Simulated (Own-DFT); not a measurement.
## Calculated data, SiC (2H silicon carbide, atoms displaced), GaP (zincblende, strained, atoms displaced)

All values are calculated (Own-DFT development build). A calculation, not a measurement: plane-wave PBE density functional theory by an unreviewed code, no spin, of a simulated periodic cell, stress positive in tension, free energy of the whole cell less one offset for each atom, forces on such cells passed a denser k mesh, this cell's mesh not checked; offsets are fitted by least squares, one for each functional and potential file, so energies compare only between cells with the same atoms and settings and are not formation energies; the far tail of each file's local potential was reset to the Coulomb form; each entry is a single point on an unrelaxed cell, so the pressure reflects the starting lattice, mostly measured values (interpolated for alloys), from which strain is counted, and rises with the displacements; printed positions are rounded, which can move forces by about a meV/angstrom; the program, named Own-DFT, is a retired in-house code; no spin-orbit coupling.

Common to all runs: functional PBE; potential files PseudoDojo norm-conserving, scalar-relativistic, standard set; wave cutoff 42 hartree; occupations Fermi-Dirac; smearing width 0.1 eV; hardware one NVIDIA H100.

(1) SiC (2H silicon carbide, atoms displaced)

```
SiC
1.0
      6.1654     0.0000     0.0000
     -3.0827     5.3394     0.0000
      0.0000     0.0000    10.0681
Si C Si C Si C Si C Si C Si C Si C Si C
2 2 2 2 2 2 2 2 2 2 2 2 2 2 2 2
Direct
  0.00191 0.00378 0.00153
  0.16887 0.32856 0.24839
  0.00573 0.00845 0.18592
  0.15555 0.33322 0.43625
  0.98853 0.99610 0.49895
  0.15984 0.32929 0.75124
  0.99656 0.98710 0.68416
  0.17615 0.33764 0.93772
  0.00141 0.50498 0.99893
  0.16055 0.82404 0.24946
  0.00777 0.50322 0.19186
  0.17289 0.84229 0.43489
  0.01157 0.50302 0.49869
  0.16462 0.82374 0.75517
  0.99980 0.49764 0.68494
  0.16253 0.83912 0.93908
  0.49406 0.99464 0.00419
  0.66092 0.33092 0.25032
  0.48858 0.00036 0.18715
  0.65337 0.32835 0.43574
  0.50172 0.99831 0.50462
  0.66395 0.33472 0.74544
  0.50531 0.00536 0.68863
  0.66305 0.33292 0.93999
  0.50308 0.49713 0.99893
  0.67005 0.83551 0.24962
  0.49735 0.49858 0.18740
  0.66645 0.82389 0.43535
  0.49973 0.49669 0.50288
  0.66406 0.83277 0.75076
  0.50303 0.50097 0.68893
  0.66114 0.83152 0.93455
```

Settings of this run: k mesh 5 x 5 x 3 centred on Gamma.

Results for SiC (2H silicon carbide, atoms displaced): free energy of cell above offsets -4.684 eV; pressure 3.77 GPa; stress xx -1.94 GPa; stress yy -2.79 GPa; stress zz -6.59 GPa; stress yz -0.83 GPa; stress xz 0.36 GPa; stress xy 0.97 GPa; wall time 114.6 s.

Force:
```tsv
element	x (eV/Å)	y (eV/Å)	z (eV/Å)
Si	-0.921	0.105	-0.704
Si	-0.519	1.083	0.592
C	-0.267	-1.559	0.335
C	1.855	-0.669	0.153
Si	1.511	0.279	-0.181
Si	0.931	-0.501	-0.635
C	-0.294	0.852	1.133
C	-1.296	-0.295	0.021
Si	0.118	-0.642	0.598
Si	-0.044	1.413	0.43
C	-0.959	-1.307	-1.15
C	-0.304	-0.814	0.864
Si	-2.43	0.563	-0.491
Si	-0.284	1.008	-1.397
C	0.115	-0.06	0.719
C	0.691	-0.669	0.116
Si	0.24	0.636	-1.005
Si	0.431	0.237	-0.138
C	1.453	-0.308	0.476
C	1.657	0.218	0.858
Si	-0.294	0.103	-1.518
Si	0.584	0.026	1.212
C	-0.453	-0.999	0.387
C	1.043	-0.38	-0.767
Si	-0.417	0.737	0.3
Si	-0.741	-0.134	-0.478
C	0.507	0.59	-0.173
C	-1.049	0.509	0.505
Si	-0.72	-0.324	-0.741
Si	0.542	0.137	-0.434
C	-1.142	-0.146	-0.135
C	0.459	0.308	1.245
```

(2) GaP (zincblende, strained, atoms displaced)

```
GaP
1.0
     10.8620     0.0000     0.0000
      0.0000    10.8620     0.0000
      0.0000     0.0000    10.9361
Ga P Ga P Ga P Ga P Ga P Ga P Ga P Ga P
4 4 4 4 4 4 4 4 4 4 4 4 4 4 4 4
Direct
  0.00099 0.00723 0.00023
  0.00151 0.25423 0.24585
  0.25098 0.00052 0.25486
  0.25317 0.24984 0.99960
  0.11887 0.13040 0.13222
  0.12143 0.37134 0.36994
  0.37582 0.11992 0.37164
  0.37002 0.37193 0.11491
  0.99787 0.99371 0.50978
  0.00080 0.24706 0.75419
  0.25366 0.00224 0.75923
  0.25169 0.25286 0.49991
  0.12396 0.11586 0.62187
  0.12381 0.37002 0.87977
  0.36899 0.12839 0.87988
  0.38002 0.37291 0.63716
  0.99615 0.50357 0.00227
  0.00232 0.75484 0.24414
  0.24614 0.49884 0.25174
  0.25126 0.74549 0.99636
  0.13272 0.61472 0.13179
  0.11810 0.87811 0.36719
  0.37929 0.62392 0.37817
  0.37804 0.87249 0.13131
  0.99739 0.50353 0.50889
  0.00257 0.74690 0.75395
  0.25500 0.49496 0.74544
  0.24928 0.74820 0.49543
  0.12261 0.62479 0.63242
  0.12800 0.87989 0.87210
  0.38508 0.61844 0.86959
  0.37803 0.86906 0.62359
  0.50295 0.99577 0.99755
  0.49352 0.25310 0.24518
  0.74720 0.00235 0.24913
  0.75111 0.25065 0.99598
  0.62344 0.12417 0.12461
  0.62172 0.37188 0.38140
  0.87488 0.12544 0.37847
  0.87529 0.37263 0.11556
  0.49466 0.00598 0.50970
  0.49851 0.25114 0.74925
  0.75015 0.00475 0.74585
  0.74092 0.24704 0.50559
  0.62356 0.12182 0.62365
  0.62331 0.37431 0.87643
  0.86978 0.12461 0.88114
  0.87159 0.37860 0.62222
  0.50217 0.50082 0.00808
  0.50253 0.75512 0.24893
  0.74816 0.49430 0.25248
  0.74862 0.74867 0.99925
  0.62593 0.62039 0.12846
  0.62711 0.86655 0.38078
  0.86571 0.62341 0.36907
  0.86924 0.87944 0.12102
  0.49741 0.49634 0.49906
  0.51143 0.74536 0.76589
  0.75480 0.49541 0.74488
  0.74893 0.74813 0.50351
  0.61687 0.62555 0.62147
  0.62219 0.87622 0.87403
  0.88115 0.62400 0.87667
  0.87166 0.87665 0.62618
```

Here we set k mesh 3 x 3 x 3 centred on Gamma.

The calculation gives: free energy of cell above offsets -33.177 eV; pressure 3.58 GPa; stress xx -3.76 GPa; stress yy -3.87 GPa; stress zz -3.09 GPa; stress yz -0.41 GPa; stress xz -0.56 GPa; stress xy -0.24 GPa; wall time 501.5 s.

Force:
```tsv
element	x (eV/Å)	y (eV/Å)	z (eV/Å)
Ga	0.047	-0.645	0.218
Ga	-1.304	-0.147	0.597
Ga	-0.447	-0.108	-0.756
Ga	-1.433	-0.397	0.277
P	1.415	-0.834	-0.933
P	0.282	0.83	1.319
P	0.16	1.003	0.688
P	0.455	0.908	1.471
Ga	-0.069	0.357	-1.398
Ga	-0.248	-0.099	-0.598
Ga	0.176	-0.344	-1.537
Ga	-0.106	-0.477	0.012
P	0.582	1.07	0.827
P	0.144	0.812	-0.463
P	1.41	-0.549	-0.368
P	-0.598	0.018	-2.237
Ga	0.996	-0.4	0.1
Ga	-0.775	-0.792	-0.25
Ga	1.377	-0.78	0.775
Ga	0.3	-0.053	0.231
P	-1.31	1.655	-1.416
P	0.51	-0.299	1.258
P	-0.553	-0.169	-0.793
P	-0.731	0.404	-1.073
Ga	0.018	0.054	-1.415
Ga	-0.314	0.914	-0.003
Ga	-0.918	0.375	1.115
Ga	-0.402	0.281	0.168
P	0.81	-0.057	-0.807
P	-0.522	-0.624	0.935
P	-1.129	0.001	0.956
P	-0.279	0.175	1.102
Ga	-0.745	0.556	0.636
Ga	0.342	-0.28	0.192
Ga	-0.012	-0.293	0.77
Ga	-0.864	-0.069	0.459
P	-0.012	0.404	-0.216
P	-0.195	-0.154	-0.904
P	-0.05	0.132	-0.059
P	-0.352	0.282	1.15
Ga	0.111	-1.259	-1.165
Ga	0.712	-0.925	1.041
Ga	-0.005	-0.385	0.693
Ga	1.081	0.174	-0.658
P	-0.348	0.583	0.909
P	0.269	0.248	-0.223
P	0.483	-0.134	-1.149
P	0.512	-1.457	0.206
Ga	-0.074	-0.3	-0.715
Ga	0.319	-0.842	0.61
Ga	0.013	-0.511	-0.338
Ga	0.083	-0.085	0.023
P	0.065	0.585	0.025
P	-0.418	1.604	-0.302
P	1.409	0.444	0.719
P	0.619	-0.261	-0.015
Ga	-0.107	0.063	0.463
Ga	-0.906	0.003	-1.988
Ga	-1.016	0.896	0.642
Ga	0.1	-0.383	-0.092
P	1.03	-0.31	0.784
P	1.375	0.409	0.239
P	-1.074	0.219	-0.321
P	0.107	-1.037	0.579
```
